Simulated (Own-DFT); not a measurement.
Simulation results for SiC (3C silicon carbide, strained, atoms displaced)

Computed with Own-DFT development build. A calculation, not a measurement: plane-wave PBE density functional theory by an unreviewed code, no spin, of a simulated periodic cell, stress positive in tension, free energy of the whole cell less one offset for each atom, forces on such cells passed a denser k mesh, this cell's mesh not checked; offsets are fitted by least squares, one for each functional and potential file, so energies compare only between cells with the same atoms and settings and are not formation energies; the far tail of each file's local potential was reset to the Coulomb form; each entry is a single point on an unrelaxed cell, so the pressure reflects the starting lattice, mostly measured values (interpolated for alloys), from which strain is counted, and rises with the displacements; printed positions are rounded, which can move forces by about a meV/angstrom; the program, named Own-DFT, is a retired in-house code; no spin-orbit coupling.

```json
{"formula": "SiC", "kind": "3C silicon carbide, strained, atoms displaced", "structure": {"cell_angstrom": [[8.7853, 0.1122, 0.1127], [0.1122, 8.578, 0.0409], [0.1127, 0.0409, 8.7466]], "atoms_fractional": [["Si", 0.00781, 0.99076, 0.00384], ["Si", 0.99783, 0.24757, 0.25446], ["Si", 0.24169, 0.00126, 0.25801], ["Si", 0.23449, 0.24748, 0.99525], ["C", 0.12309, 0.12262, 0.12922], ["C", 0.12101, 0.38147, 0.36897], ["C", 0.38497, 0.12536, 0.37582], ["C", 0.37767, 0.37136, 0.13892], ["Si", 0.99579, 0.98849, 0.49692], ["Si", 0.00214, 0.25088, 0.74152], ["Si", 0.24918, 0.99797, 0.75727], ["Si", 0.25405, 0.25531, 0.49708], ["C", 0.13081, 0.11643, 0.62214], ["C", 0.12667, 0.36955, 0.86932], ["C", 0.37575, 0.12686, 0.88177], ["C", 0.37584, 0.37133, 0.6225], ["Si", 0.01487, 0.50148, 0.00596], ["Si", 0.00177, 0.74606, 0.2454], ["Si", 0.24342, 0.49199, 0.24409], ["Si", 0.25028, 0.74371, 0.00571], ["C", 0.12592, 0.62584, 0.12915], ["C", 0.12065, 0.8659, 0.37127], ["C", 0.367, 0.63054, 0.37206], ["C", 0.37068, 0.87565, 0.12739], ["Si", 0.99124, 0.50789, 0.48745], ["Si", 0.99591, 0.74578, 0.74942], ["Si", 0.24348, 0.5113, 0.7549], ["Si", 0.25724, 0.75022, 0.50582], ["C", 0.12184, 0.62713, 0.62286], ["C", 0.12223, 0.87806, 0.86861], ["C", 0.38376, 0.61895, 0.87656], ["C", 0.37838, 0.87158, 0.6239], ["Si", 0.50252, 0.00025, 0.99929], ["Si", 0.49449, 0.24775, 0.24177], ["Si", 0.75688, 0.0005, 0.24493], ["Si", 0.75195, 0.25445, 0.99716], ["C", 0.61876, 0.1234, 0.12845], ["C", 0.62348, 0.37972, 0.37976], ["C", 0.87178, 0.12539, 0.38941], ["C", 0.86826, 0.3694, 0.12566], ["Si", 0.49788, 0.00189, 0.49778], ["Si", 0.49639, 0.24922, 0.75081], ["Si", 0.74463, 0.00298, 0.75215], ["Si", 0.75287, 0.24546, 0.50563], ["C", 0.61748, 0.12914, 0.61994], ["C", 0.62091, 0.37709, 0.87768], ["C", 0.86342, 0.13308, 0.87722], ["C", 0.88103, 0.37923, 0.62696], ["Si", 0.48527, 0.50607, 0.00696], ["Si", 0.50674, 0.73949, 0.24611], ["Si", 0.7498, 0.50995, 0.24074], ["Si", 0.74796, 0.74981, 0.99725], ["C", 0.63425, 0.61617, 0.11583], ["C", 0.63212, 0.87873, 0.36898], ["C", 0.8659, 0.62567, 0.3737], ["C", 0.88162, 0.87525, 0.1322], ["Si", 0.51098, 0.50141, 0.50463], ["Si", 0.50149, 0.74374, 0.75953], ["Si", 0.75779, 0.49274, 0.74363], ["Si", 0.74293, 0.74093, 0.50011], ["C", 0.63208, 0.62187, 0.62949], ["C", 0.62642, 0.88106, 0.87996], ["C", 0.87658, 0.63193, 0.87825], ["C", 0.87898, 0.88333, 0.64044]]}, "settings": {"functional": "PBE", "potential_files": "PseudoDojo norm-conserving, scalar-relativistic, standard set", "wave_cutoff [hartree]": 42.0, "occupations": "Fermi-Dirac", "smearing_width [eV]": 0.1, "k_mesh": "4 x 4 x 4 centred on Gamma"}, "results": {}}
```

Questions
1. What pressure does the calculation give for SiC (3C silicon carbide, strained, atoms displaced)?

## Answers
1. 6.97 GPa

Further results for SiC (3C silicon carbide, strained, atoms displaced):

* free energy of cell above offsets: -4.194 eV
* stress xx: -4.59 GPa
* stress yy: -10.4 GPa
* stress zz: -5.91 GPa
* stress yz: 2.79 GPa
* stress xz: 6.96 GPa
* stress xy: 8.47 GPa

Force:
```csv
element,x (eV/Å),y (eV/Å),z (eV/Å)
Si,-1.886,2.034,-0.52
Si,-1.005,0.38,0.129
Si,2.072,-0.498,-0.404
Si,2.94,-0.604,1.476
C,-0.479,0.072,-0.409
C,-0.39,-1.48,0.792
C,-3.025,0.096,-0.749
C,-2.609,1.476,-3.912
Si,0.754,1.124,1.421
Si,-0.154,-1.317,1.02
Si,1.264,0.705,-1.391
Si,-0.398,-0.687,0.404
C,-0.614,1.03,-0.534
C,-0.724,1.653,0.345
C,-0.789,-0.537,-0.827
C,-0.529,1.915,0.825
Si,-3.452,-0.85,-1.136
Si,-0.893,0.709,2.094
Si,1.577,1.831,2.209
Si,0.562,2.392,-0.92
C,0.476,-1.258,-1.321
C,0.343,0.358,0.897
C,1.886,-1.84,-0.025
C,0.705,-0.721,-0.432
Si,1.564,-1.132,2.033
Si,0.574,1.498,0.376
Si,1.502,-2.349,-1.693
Si,-1.4,0.197,-0.963
C,-0.074,-0.116,-0.243
C,0.648,-2.395,1.375
C,-3.55,1.395,-0.164
C,0.218,0.067,1.355
Si,-1.377,0.507,1.728
Si,2.561,-0.364,3.362
Si,-1.307,1.155,1.59
Si,-2.256,0.302,1.331
C,1.986,-0.148,-1.388
C,1.452,-0.975,-1.924
C,1.321,-1.099,-2.869
C,2.154,1.115,0.227
Si,1.387,-0.822,0.2
Si,0.181,0.812,0.465
Si,0.316,1.124,-0.115
Si,-1.558,2.239,-0.089
C,0.762,-1.276,1.16
C,-0.139,0.138,-0.6
C,2.963,-1.925,-1.339
C,0.291,-1.121,-2.127
Si,3.762,-3.153,0.335
Si,-1.069,2.043,0.663
Si,0.293,-3.354,2.407
Si,0.976,0.852,0.572
C,-2.789,1.961,-0.331
C,-1.03,-1.465,0.793
C,1.069,0.416,-1.548
C,-0.522,-0.836,-2.037
Si,-2.727,0.051,-0.309
Si,1.153,1.702,-1.63
Si,-1.526,1.43,3.192
Si,0.774,3.221,0.288
C,-1.137,0.021,0.353
C,-0.462,-1.71,-0.906
C,0.589,-2.21,-0.246
C,-1.207,-1.779,-2.317
```
